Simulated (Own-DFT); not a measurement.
# How strain changes the stress of C40 NbSi2, 36 atoms (Nb12Si24)

All numbers below are calculated, not measured. The program, named Own-DFT, is a retired in-house plane-wave density functional code that no person has reviewed. Each row is one single-point run on a periodic cell that was not relaxed, without spin or spin-orbit coupling.

Settings of every run: PBEsol; PseudoDojo norm-conserving scalar-relativistic files, made for PBE; cutoff 42 hartree; 4 x 4 x 5 k mesh centred on Gamma; cold (Marzari-Vanderbilt) smearing of 0.2 eV.

Known limits: forces on such cells failed a check on a denser k mesh; stress not checked against mesh or cutoff.

Unstrained cell vectors in Å: (0.000, 8.324, 0.000); (-9.613, 0.000, 0.000); (0.000, 0.000, 6.586). The unstrained cell was taken from the Materials Project. The random moves and any unrelaxed bonds add to the pressure at no strain. Each run strains this cell uniformly, with the atoms carried along. Every atom was also moved at random, by a Gaussian of width 0.05 Å on each axis. Strain is the symmetric tensor, in per cent. Stress is positive in tension, and the pressure is minus a third of its trace.

| run | e_xx (%) | e_yy (%) | e_zz (%) | e_yz (%) | e_xz (%) | e_xy (%) | s_xx (GPa) | s_yy (GPa) | s_zz (GPa) | s_yz (GPa) | s_xz (GPa) | s_xy (GPa) | P (GPa) | E (meV/atom) |
|---|---|---|---|---|---|---|---|---|---|---|---|---|---|---|
| 1 | -0.82 | -1.38 | 1.62 | 0.58 | -1.99 | 1.77 | -2.07 | -2.84 | 5.12 | 2.35 | -5.82 | 5.44 | -0.07 | 10.9 |
| 2 | 0.76 | 0.94 | -1.36 | -0.12 | 1.18 | -0.01 | 3.11 | 3.90 | -4.54 | -0.14 | 3.96 | 0.24 | -0.82 | 6.2 |
| 3 | -0.88 | -1.95 | -0.80 | 1.96 | 0.07 | -1.41 | -4.28 | -7.17 | -6.75 | 6.66 | -0.50 | -4.65 | 6.06 | 11.4 |
| 4 | -0.21 | -1.08 | -1.19 | -1.88 | 1.02 | -0.77 | -1.25 | -3.55 | -7.67 | -6.51 | 2.96 | -2.26 | 4.16 | 11.8 |
| 5 | 1.98 | 1.40 | -0.21 | -0.05 | 1.12 | -0.15 | 7.97 | 7.58 | 1.20 | -0.36 | 2.41 | 0.03 | -5.58 | 15.9 |
| 6 | -0.09 | -0.90 | 1.73 | 1.50 | 1.56 | 0.96 | 1.59 | -0.54 | 6.87 | 4.21 | 4.76 | 2.43 | -2.64 | 0.0 |
| 7 | -1.85 | 0.81 | -1.01 | 1.26 | 1.63 | -0.44 | -5.92 | 2.34 | -6.26 | 4.16 | 5.87 | -1.06 | 3.28 | 10.1 |
| 8 | 1.63 | -1.16 | 1.35 | -0.25 | -0.35 | 1.53 | 7.15 | -0.66 | 6.12 | -0.52 | -1.09 | 3.98 | -4.20 | 3.3 |
| 9 | -1.34 | 1.60 | 0.78 | -0.12 | 0.75 | 1.84 | -2.64 | 6.36 | 2.80 | -0.55 | 2.84 | 6.04 | -2.17 | 20.7 |
| 10 | -1.14 | 1.85 | 0.99 | 0.19 | 0.66 | -0.87 | -1.13 | 7.45 | 4.79 | 0.62 | 2.14 | -2.73 | -3.70 | 5.0 |
| 11 | -1.38 | -1.32 | -1.15 | -1.69 | 1.27 | -0.82 | -6.44 | -6.07 | -8.39 | -5.33 | 4.97 | -2.64 | 6.97 | 19.4 |
| 12 | 0.31 | 1.70 | 0.30 | -1.25 | -0.72 | 1.74 | 3.23 | 7.53 | 2.61 | -3.11 | -2.44 | 4.27 | -4.46 | 12.4 |
| 13 | 1.18 | -0.43 | 1.13 | -1.44 | 1.98 | 1.29 | 5.82 | 1.44 | 5.21 | -3.95 | 6.22 | 3.41 | -4.16 | 9.7 |
| 14 | -1.57 | 0.21 | -1.75 | -1.95 | -1.81 | 0.91 | -6.20 | 0.35 | -10.66 | -6.13 | -6.33 | 2.78 | 5.50 | 13.7 |
| 15 | 1.79 | -0.59 | 1.17 | 1.06 | -0.41 | -1.22 | 8.33 | 1.04 | 5.41 | 3.57 | -1.28 | -2.72 | -4.93 | 5.9 |
| 16 | -1.65 | 1.39 | -1.96 | -1.25 | -0.02 | 1.01 | ? | ? | ? | ? | ? | ? | ? | ? |

E is the free energy for each atom above the lowest run shown.

## Worked fit

Each stress component was fitted by least squares to a constant and the strains of the runs shown, as fractions, with shears doubled. Shear strains stay in the fit of a normal stress only where such slopes are resolved. The slopes, in GPa:

| stress | at no strain | per e_xx | per e_yy | per e_zz | scatter |
|---|---|---|---|---|---|
| s_xx | 0.8 | 361 ± 8 | 60 ± 7 | 85 ± 8 | 0.36 |
| s_yy | 1.2 | 70 ± 9 | 356 ± 8 | 73 ± 9 | 0.40 |
| s_zz | -0.7 | 91 ± 9 | 89 ± 9 | 467 ± 10 | 0.43 |

Each shear stress against twice its own strain: yz 160 ± 6, xz 164 ± 7, xy 142 ± 9 GPa. These are stiffnesses along x, y and z of the frame in which the cell vectors are given, which need not be the crystal's axes. The atoms are held to the strained lattice; where symmetry lets them move under strain, relaxing them would lower some slopes. The table should be nearly symmetric about its diagonal, and what it lacks of that shows the noise. A ninth of its sum, 184 ± 5 GPa, estimates the bulk modulus near the mean pressure of these runs, -0.5 GPa.

## Withheld run

Question: what normal stresses and pressure should run 16 give?

The fit gives s_xx = -6.0, s_yy = 3.6, s_zz = -10.1 and P = 4.2 GPa. The calculation gave -6.18, 3.49, -11.15 and P = 4.61 GPa.
